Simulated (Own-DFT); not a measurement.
Al₇GaN₈ (wurtzite random alloy, atoms displaced) (calculated)

Computed with Own-DFT development build. A calculation, not a measurement: plane-wave PBE density functional theory by an unreviewed code, no spin, of a simulated periodic cell, stress positive in tension, free energy of the whole cell less one offset for each atom, forces on such cells passed a denser k mesh, this cell's mesh not checked; offsets are fitted by least squares, one for each functional and potential file, so energies compare only between cells with the same atoms and settings and are not formation energies; the far tail of each file's local potential was reset to the Coulomb form; each entry is a single point on an unrelaxed cell, so the pressure reflects the starting lattice, mostly measured values, from which strain is counted, and rises with the displacements; printed positions are rounded, which can move forces by about a meV/angstrom; the program is a retired in-house code; no spin-orbit coupling.

```json
{"formula": "Al7GaN8", "kind": "wurtzite random alloy, atoms displaced", "structure": {"cell_angstrom": [[12.4865, 0.0, 0.0], [-6.2433, 10.8136, 0.0], [0.0, 0.0, 10.0148]], "atoms_fractional": [["Al", 0.09343, 0.17164, 0.99665], ["Ga", 0.17028, 0.08984, 0.23464], ["N", 0.08072, 0.16822, 0.20062], ["N", 0.16232, 0.07672, 0.44418], ["Al", 0.08928, 0.16332, 0.49875], ["Al", 0.16782, 0.08204, 0.74895], ["N", 0.08674, 0.1792, 0.69218], ["N", 0.16921, 0.08543, 0.93992], ["Al", 0.08093, 0.41246, 0.99922], ["Al", 0.17179, 0.34388, 0.26165], ["N", 0.08919, 0.42377, 0.19174], ["N", 0.1653, 0.32717, 0.45505], ["Al", 0.07824, 0.4168, 0.50242], ["Ga", 0.16085, 0.33546, 0.76663], ["N", 0.08076, 0.41908, 0.69217], ["N", 0.18217, 0.34472, 0.94057], ["Al", 0.07815, 0.65938, 0.99559], ["Al", 0.17873, 0.58917, 0.23908], ["N", 0.09583, 0.67091, 0.18543], ["N", 0.18065, 0.58477, 0.4426], ["Al", 0.06683, 0.65645, 0.4961], ["Al", 0.17197, 0.57035, 0.74253], ["N", 0.09152, 0.67063, 0.68661], ["N", 0.16512, 0.58063, 0.92858], ["Al", 0.08576, 0.92241, 0.00348], ["Al", 0.15683, 0.83003, 0.27288], ["N", 0.08452, 0.91136, 0.19948], ["N", 0.15844, 0.83485, 0.42737], ["Al", 0.09618, 0.9302, 0.50351], ["Al", 0.16345, 0.84407, 0.7586], ["N", 0.08467, 0.91607, 0.70467], ["N", 0.16834, 0.83441, 0.95074], ["Ga", 0.34427, 0.17607, 0.00253], ["Al", 0.41501, 0.08659, 0.25173], ["N", 0.33762, 0.16869, 0.20063], ["N", 0.41019, 0.07428, 0.43574], ["Al", 0.33271, 0.15911, 0.48837], ["Al", 0.41137, 0.08105, 0.7563], ["N", 0.32371, 0.16615, 0.70362], ["N", 0.40457, 0.06607, 0.93121], ["Al", 0.3415, 0.41818, 0.99845], ["Al", 0.42486, 0.33871, 0.24613], ["N", 0.34534, 0.42366, 0.20467], ["N", 0.41106, 0.33805, 0.4434], ["Al", 0.33351, 0.41367, 0.50138], ["Al", 0.42552, 0.33263, 0.7462], ["N", 0.34039, 0.42502, 0.68183], ["N", 0.41197, 0.32111, 0.92983], ["Al", 0.34617, 0.66374, 0.99717], ["Al", 0.41305, 0.57393, 0.25751], ["N", 0.33935, 0.66486, 0.18911], ["N", 0.41925, 0.58173, 0.44089], ["Al", 0.34384, 0.66074, 0.50975], ["Ga", 0.42707, 0.58946, 0.7486], ["N", 0.33086, 0.66307, 0.70121], ["N", 0.40279, 0.57996, 0.93131], ["Al", 0.32717, 0.91124, 0.00287], ["Al", 0.41702, 0.84775, 0.23433], ["N", 0.33277, 0.91999, 0.19449], ["N", 0.41102, 0.8289, 0.43926], ["Ga", 0.33025, 0.9077, 0.4849], ["Al", 0.41935, 0.84528, 0.7568], ["N", 0.33808, 0.90325, 0.67938], ["N", 0.43225, 0.85198, 0.94422], ["Al", 0.58984, 0.1727, 0.0111], ["Al", 0.66895, 0.08585, 0.25852], ["N", 0.58617, 0.17609, 0.20587], ["N", 0.66088, 0.07389, 0.44217], ["Al", 0.58172, 0.17271, 0.4996], ["Al", 0.66913, 0.08315, 0.73864], ["N", 0.59402, 0.16894, 0.7], ["N", 0.65615, 0.07563, 0.93072], ["Al", 0.58556, 0.41657, 0.99387], ["Al", 0.65728, 0.32751, 0.2544], ["N", 0.57817, 0.41939, 0.19487], ["N", 0.65626, 0.32658, 0.45454], ["Ga", 0.5799, 0.41699, 0.49823], ["Al", 0.66015, 0.32514, 0.75252], ["N", 0.59382, 0.42967, 0.68383], ["N", 0.64847, 0.32941, 0.94416], ["Ga", 0.57505, 0.6588, 0.99601], ["Al", 0.66916, 0.57548, 0.25282], ["N", 0.58993, 0.67355, 0.18667], ["N", 0.65668, 0.57747, 0.45637], ["Al", 0.59252, 0.66648, 0.51154], ["Al", 0.66744, 0.57778, 0.75616], ["N", 0.57639, 0.66838, 0.69024], ["N", 0.66052, 0.58816, 0.93521], ["Al", 0.57673, 0.91714, 0.9967], ["Al", 0.66786, 0.83761, 0.2401], ["N", 0.5831, 0.91597, 0.19276], ["N", 0.66729, 0.84837, 0.43621], ["Al", 0.57854, 0.9188, 0.49662], ["Al", 0.66997, 0.8243, 0.75249], ["N", 0.58647, 0.91199, 0.69541], ["N", 0.65657, 0.81882, 0.93674], ["Al", 0.83505, 0.16235, 0.99497], ["Al", 0.9104, 0.09046, 0.2479], ["N", 0.82338, 0.16105, 0.1871], ["N", 0.91662, 0.07585, 0.43597], ["Al", 0.82974, 0.165, 0.48648], ["Al", 0.91933, 0.08619, 0.72869], ["N", 0.83001, 0.16471, 0.69021], ["N", 0.9252, 0.09194, 0.94173], ["Ga", 0.82933, 0.40268, 0.0068], ["Al", 0.91284, 0.32634, 0.24612], ["N", 0.83562, 0.41953, 0.18439], ["N", 0.91426, 0.32847, 0.44202], ["Al", 0.82975, 0.41069, 0.51599], ["Al", 0.90566, 0.31666, 0.74417], ["N", 0.83719, 0.42333, 0.67616], ["N", 0.9199, 0.35072, 0.94431], ["Al", 0.84327, 0.66854, 0.99097], ["Al", 0.9176, 0.57405, 0.2348], ["N", 0.83834, 0.66747, 0.18337], ["N", 0.93102, 0.58298, 0.43814], ["Al", 0.82411, 0.65945, 0.50838], ["Al", 0.92232, 0.58016, 0.76593], ["N", 0.8233, 0.66644, 0.68628], ["N", 0.9206, 0.57992, 0.93968], ["Al", 0.84239, 0.91861, 0.0061], ["Al", 0.92622, 0.84433, 0.25907], ["N", 0.83067, 0.90731, 0.18474], ["N", 0.91454, 0.83362, 0.42375], ["Al", 0.8468, 0.92426, 0.51357], ["Al", 0.91515, 0.83653, 0.7598], ["N", 0.82518, 0.91381, 0.67913], ["N", 0.91159, 0.83098, 0.93088]]}, "settings": {"functional": "PBE", "potential_files": "PseudoDojo norm-conserving, scalar-relativistic, standard set", "wave_cutoff [hartree]": 42.0, "occupations": "Fermi-Dirac", "smearing_width [eV]": 0.05, "k_mesh": "3 x 3 x 3 centred on Gamma"}, "results": {"free_energy_of_cell_above_offsets [eV]": "-22.581", "pressure [GPa]": 10.32, "stress_xx [GPa]": -9.13, "stress_yy [GPa]": -9.97, "stress_zz [GPa]": -11.85, "stress_yz [GPa]": -0.56, "stress_xz [GPa]": 0.7, "stress_xy [GPa]": 0.94, "force_element": ["Al", "Ga", "N", "N", "Al", "Al", "N", "N", "Al", "Al", "N", "N", "Al", "Ga", "N", "N", "Al", "Al", "N", "N", "Al", "Al", "N", "N", "Al", "Al", "N", "N", "Al", "Al", "N", "N", "Ga", "Al", "N", "N", "Al", "Al", "N", "N", "Al", "Al", "N", "N", "Al", "Al", "N", "N", "Al", "Al", "N", "N", "Al", "Ga", "N", "N", "Al", "Al", "N", "N", "Ga", "Al", "N", "N", "Al", "Al", "N", "N", "Al", "Al", "N", "N", "Al", "Al", "N", "N", "Ga", "Al", "N", "N", "Ga", "Al", "N", "N", "Al", "Al", "N", "N", "Al", "Al", "N", "N", "Al", "Al", "N", "N", "Al", "Al", "N", "N", "Al", "Al", "N", "N", "Ga", "Al", "N", "N", "Al", "Al", "N", "N", "Al", "Al", "N", "N", "Al", "Al", "N", "N", "Al", "Al", "N", "N", "Al", "Al", "N", "N"], "force_x [eV/angstrom]": [-1.111, -0.628, -0.827, 1.069, -1.649, -2.224, 0.828, -0.444, 1.036, 0.415, -0.621, -0.796, 1.874, 1.78, -1.442, -1.479, 2.959, -0.776, -1.652, -2.062, 8.448, -2.379, -1.641, 0.505, 0.633, 1.781, -0.785, -0.04, -0.975, 4.834, -2.839, -1.899, 0.144, 1.095, 0.362, 0.674, -1.308, 0.92, 3.583, 0.778, -0.138, -2.424, -1.298, 2.4, -1.804, -2.258, 0.683, 0.297, -5.496, 0.883, 0.495, 1.357, -2.089, -3.578, 1.116, 4.632, 0.909, 2.65, -1.959, 2.512, -1.143, 3.393, -5.055, -4.962, -0.66, -1.479, 0.393, -0.756, 0.493, -0.176, -2.952, 1.531, -3.205, 0.694, 3.082, 2.045, -0.951, 0.293, 0.084, 3.876, -1.185, -1.116, -0.042, 2.908, -3.614, -1.496, 5.42, 3.907, 5.275, 0.244, -0.724, 2.363, 0.278, -2.485, -0.599, 0.63, -1.841, 2.628, 0.499, -0.453, 0.938, -0.216, 0.923, 0.391, -4.876, 0.434, -0.779, -0.901, 0.053, 0.22, -0.199, 4.747, -2.057, 0.347, 0.243, -8.762, 1.688, 0.55, 2.014, -2.062, -2.111, -1.095, 0.279, 0.337, -1.728, -0.126, 2.198, 1.378], "force_y [eV/angstrom]": [0.372, -1.891, 1.709, 3.271, 0.933, 0.712, -3.599, -0.274, 2.503, -1.046, -2.214, 1.055, 0.649, 1.558, -3.648, -1.967, 1.611, 0.305, -0.705, -0.876, 4.934, 4.037, -0.281, -0.178, -1.321, -0.85, 1.7, -0.376, -5.34, -3.674, 1.557, -0.724, -4.835, -1.658, 1.78, 2.726, 1.624, -0.874, 0.317, 2.755, 0.713, -1.205, -3.712, -3.245, 1.591, 1.104, -2.164, 5.618, 2.718, 5.347, 1.016, -0.421, 1.439, -2.145, 2.047, -2.877, 0.05, -3.54, 1.208, -0.73, -0.778, -2.988, 3.732, -4.486, -2.781, -2.046, -3.216, 3.979, -4.045, -2.726, -0.565, 3.05, 2.412, 3.962, -0.877, 2.196, -1.344, 2.712, -4.085, -1.062, 0.763, 3.926, -2.442, 1.842, 2.264, 2.291, 0.953, -2.848, 0.996, -1.174, 2.129, -2.015, -2.947, 1.399, 0.857, 3.978, 0.071, -2.715, 1.584, 2.485, -1.359, -0.529, -1.224, -0.965, 2.656, 1.995, -3.386, 0.188, 0.765, 5.085, -1.3, -5.584, -0.39, 3.959, -0.71, -5.255, 1.239, 0.786, 0.942, -0.325, -0.561, -1.774, 2.66, -0.455, -2.473, -0.797, 0.954, 0.83], "force_z [eV/angstrom]": [0.818, 1.943, -1.867, -0.848, 0.24, 1.079, -0.836, 0.688, 0.255, 0.119, -0.387, -1.985, -0.289, -4.445, -0.793, 3.942, 0.525, 2.062, 0.288, -0.573, 3.431, 1.233, 0.924, 1.989, 0.43, -11.54, -2.436, 10.94, 0.505, -0.114, -2.53, -1.436, 0.464, -0.202, -1.144, 0.624, 1.478, -2.566, -2.761, 3.052, 0.483, 2.476, -3.153, -1.579, 0.499, -1.429, 2.068, 0.635, 1.358, 0.249, -1.137, 0.601, -0.25, -0.107, -1.35, 1.064, 0.835, 2.442, -0.695, -1.627, 1.947, 0.197, 0.738, -0.823, -1.303, -0.852, -2.178, -0.082, 1.292, 1.522, -2.169, 1.458, 1.384, 1.291, -1.714, -2.789, 0.555, -0.538, 2.545, -1.204, 1.949, -0.114, 1.529, -3.527, -2.144, -1.059, -0.512, 0.381, 1.506, 1.994, -1.328, 0.299, 1.464, -0.044, -0.836, 0.262, -0.394, 0.268, -0.315, 0.677, 1.545, 2.07, -1.746, -0.899, -0.809, 0.615, 2.995, -0.99, -7.799, 0.862, 8.8, -3.13, 1.54, 2.082, 0.447, -3.189, -2.441, -4.875, 2.533, 1.497, -1.463, -4.703, 0.734, 7.704, -6.556, -4.133, 5.046, 3.267]}}
```
